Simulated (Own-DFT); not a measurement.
## Calculated data, AlGa₃N₄ (wurtzite random alloy, strained, atoms displaced)

All values are calculated (Own-DFT development build). A calculation, not a measurement: plane-wave PBEsol density functional theory by an unreviewed code, no spin, of a simulated periodic cell, stress positive in tension, free energy of the whole cell less one offset for each atom, forces on such cells passed a denser k mesh, this cell's mesh not checked; offsets are fitted by least squares, one for each functional and potential file, so energies compare only between cells with the same atoms and settings and are not formation energies; the far tail of each file's local potential was reset to the Coulomb form; each entry is a single point on an unrelaxed cell, so the pressure reflects the starting lattice, mostly measured values, from which strain is counted, and rises with the displacements; printed positions are rounded, which can move forces by about a meV/angstrom; the program is a retired in-house code; no spin-orbit coupling.

AlGa₃N₄ (wurtzite random alloy, strained, atoms displaced)

```
cell vectors (Å)
   9.2240     0.0000     0.0000
  -4.6120     7.9882     0.0000
   0.0000     0.0000    10.2685
atoms (fractions of the cell vectors)
Ga  0.11687  0.22262  0.99914
Ga  0.21827  0.10330  0.24569
N   0.11465  0.21061  0.18664
N   0.22575  0.12087  0.43806
Al  0.11127  0.22379  0.50102
Ga  0.22231  0.11766  0.74563
N   0.10822  0.21895  0.68297
N   0.22672  0.11403  0.93207
Ga  0.11160  0.55307  0.00215
Al  0.22243  0.45132  0.24768
N   0.10406  0.55615  0.19258
N   0.22212  0.44383  0.44144
Ga  0.10181  0.55696  0.49753
Al  0.22749  0.44221  0.75148
N   0.11096  0.55589  0.68913
N   0.22610  0.45011  0.94305
Ga  0.12134  0.89218  0.99458
Ga  0.22648  0.78503  0.24220
N   0.10151  0.87256  0.19046
N   0.21782  0.77839  0.44034
Ga  0.11497  0.89730  0.49808
Ga  0.22703  0.77466  0.74266
N   0.11504  0.87871  0.68267
N   0.23591  0.79219  0.93019
Ga  0.44943  0.22109  0.00777
Ga  0.55606  0.10847  0.24695
N   0.44692  0.22153  0.19734
N   0.56109  0.11730  0.44028
Ga  0.44309  0.22244  0.49578
Ga  0.55979  0.10885  0.75720
N   0.44833  0.22096  0.68599
N   0.54196  0.11444  0.93563
Ga  0.43793  0.56158  0.00022
Al  0.54229  0.43360  0.25841
N   0.44730  0.55318  0.18848
N   0.55033  0.44193  0.43935
Ga  0.43757  0.55235  0.50065
Ga  0.55551  0.43489  0.74980
N   0.44748  0.55582  0.69150
N   0.56855  0.45063  0.94253
Ga  0.44367  0.89249  0.00541
Al  0.54562  0.76974  0.24834
N   0.45028  0.89182  0.19144
N   0.56510  0.78026  0.43772
Ga  0.45371  0.89603  0.49829
Ga  0.55467  0.76888  0.74068
N   0.44781  0.89305  0.68146
N   0.54595  0.77014  0.94144
Ga  0.77000  0.21145  0.99736
Al  0.88996  0.10929  0.24594
N   0.77946  0.22051  0.18303
N   0.89412  0.11333  0.43982
Al  0.78895  0.23313  0.49897
Ga  0.88034  0.11129  0.74031
N   0.77953  0.22424  0.69209
N   0.90020  0.11653  0.94348
Ga  0.78078  0.55638  0.99760
Ga  0.88890  0.44268  0.25015
N   0.77491  0.55292  0.18333
N   0.88610  0.44478  0.43222
Al  0.78774  0.57257  0.50080
Ga  0.89147  0.44384  0.76139
N   0.77795  0.55830  0.68816
N   0.89336  0.44165  0.93762
Ga  0.77623  0.88922  0.99474
Al  0.88222  0.77041  0.24483
N   0.77753  0.88877  0.19415
N   0.89453  0.77636  0.43317
Ga  0.78374  0.89526  0.51055
Ga  0.89271  0.77608  0.75182
N   0.79075  0.90211  0.68694
N   0.89730  0.78437  0.93690
```

- functional: PBEsol
- potential files: PseudoDojo norm-conserving, scalar-relativistic, made for PBE, standard set
- wave cutoff: 42 hartree
- occupations: Fermi-Dirac
- smearing width: 0.1 eV
- hardware: one NVIDIA H200
- k mesh: 4 x 4 x 3 centred on Gamma
- free energy of cell above offsets: -3.068 eV
- pressure: 16.08 GPa
- stress xx: -19.91 GPa
- stress yy: -20.85 GPa
- stress zz: -7.49 GPa
- stress yz: -0.55 GPa
- stress xz: -0.8 GPa
- stress xy: 0.19 GPa
- wall time: 763.8 s

Force:
| element | x (eV/Å) | y (eV/Å) | z (eV/Å) |
| --- | --- | --- | --- |
| Ga | 0.454 | 0.246 | 0.717 |
| Ga | 0.806 | -0.847 | 1.498 |
| N | -2.582 | 2.614 | 0.048 |
| N | -0.959 | -0.701 | -0.585 |
| Al | 0.209 | 0.21 | -0.533 |
| Ga | 1.347 | -1.807 | 0.113 |
| N | -0.353 | 1.708 | 0.131 |
| N | 0.312 | 0.509 | 0.522 |
| Ga | -0.661 | 1.458 | 0.193 |
| Al | 0.585 | -1.529 | 0.728 |
| N | 2.566 | 0.061 | -1.172 |
| N | -1.444 | -0.444 | -1.663 |
| Ga | 1.451 | 0.18 | 0.753 |
| Al | -1.276 | 0.106 | -0.149 |
| N | 1.222 | -1.787 | -0.167 |
| N | -0.568 | -1.508 | -2.246 |
| Ga | -1.168 | 0.055 | 0.88 |
| Ga | 0.4 | -1.333 | 2.52 |
| N | -0.994 | 1.923 | -1.615 |
| N | 1.553 | 0.687 | -1.306 |
| Ga | 0.118 | -0.251 | 0.097 |
| Ga | 0.256 | 0.619 | 0.747 |
| N | -1.593 | 1.879 | 0.44 |
| N | -0.38 | -2.476 | 0.467 |
| Ga | -2.656 | 2.311 | 0.457 |
| Ga | 0.882 | 1.192 | 1.978 |
| N | -0.545 | -0.356 | -1.299 |
| N | 1.221 | 0.411 | -0.803 |
| Ga | 0.858 | -0.052 | 1.215 |
| Ga | -1.209 | -0.055 | -1.695 |
| N | -0.225 | -0.819 | -0.336 |
| N | 3.603 | -1.362 | 0.438 |
| Ga | 3.126 | -1.781 | 1.181 |
| Al | 1.431 | 1.876 | -0.751 |
| N | -1.347 | -0.296 | 0.591 |
| N | 1.386 | 1.721 | -0.283 |
| Ga | 1.005 | 0.974 | 0.326 |
| Ga | -0.037 | 1.121 | 0.987 |
| N | -0.479 | -2.211 | -0.665 |
| N | -2.785 | -1.303 | -1.115 |
| Ga | 0.953 | -0.028 | -0.54 |
| Al | 2.189 | 0.997 | 1.035 |
| N | 0.061 | -1.219 | -0.813 |
| N | -0.841 | -0.508 | -0.689 |
| Ga | -0.687 | -0.851 | -0.482 |
| Ga | -0.282 | 2.601 | 1.563 |
| N | 1.235 | -0.401 | 0.864 |
| N | 0.631 | 3.068 | -1.74 |
| Ga | 0.316 | 0.973 | 0.267 |
| Al | 0.222 | -0.088 | 0.744 |
| N | 0.538 | -0.417 | 0.455 |
| N | -0.698 | 1.069 | -0.863 |
| Al | -0.87 | -1.323 | 0.324 |
| Ga | 2.209 | 1.439 | 2.763 |
| N | -1.239 | 1.026 | -1.905 |
| N | -1.847 | -0.966 | -1.972 |
| Ga | 1.046 | 0.905 | 1.02 |
| Ga | -1.74 | -0.231 | -0.411 |
| N | -0.968 | -0.57 | 1.229 |
| N | -1.212 | 0.069 | 1.291 |
| Al | -0.563 | -2.826 | 0.155 |
| Ga | -0.309 | 0.7 | -2.134 |
| N | 0.592 | -0.592 | -1.031 |
| N | -0.54 | -0.22 | 1.351 |
| Ga | 0.32 | -0.237 | 1.328 |
| Al | -0.35 | 0.038 | 0.797 |
| N | -0.664 | -0.614 | -0.837 |
| N | -1.158 | 1.055 | -0.539 |
| Ga | 0.539 | -0.776 | -2.921 |
| Ga | 0.266 | 0.828 | -0.063 |
| N | -0.388 | -3.347 | 1.169 |
| N | -0.29 | -0.497 | -0.055 |
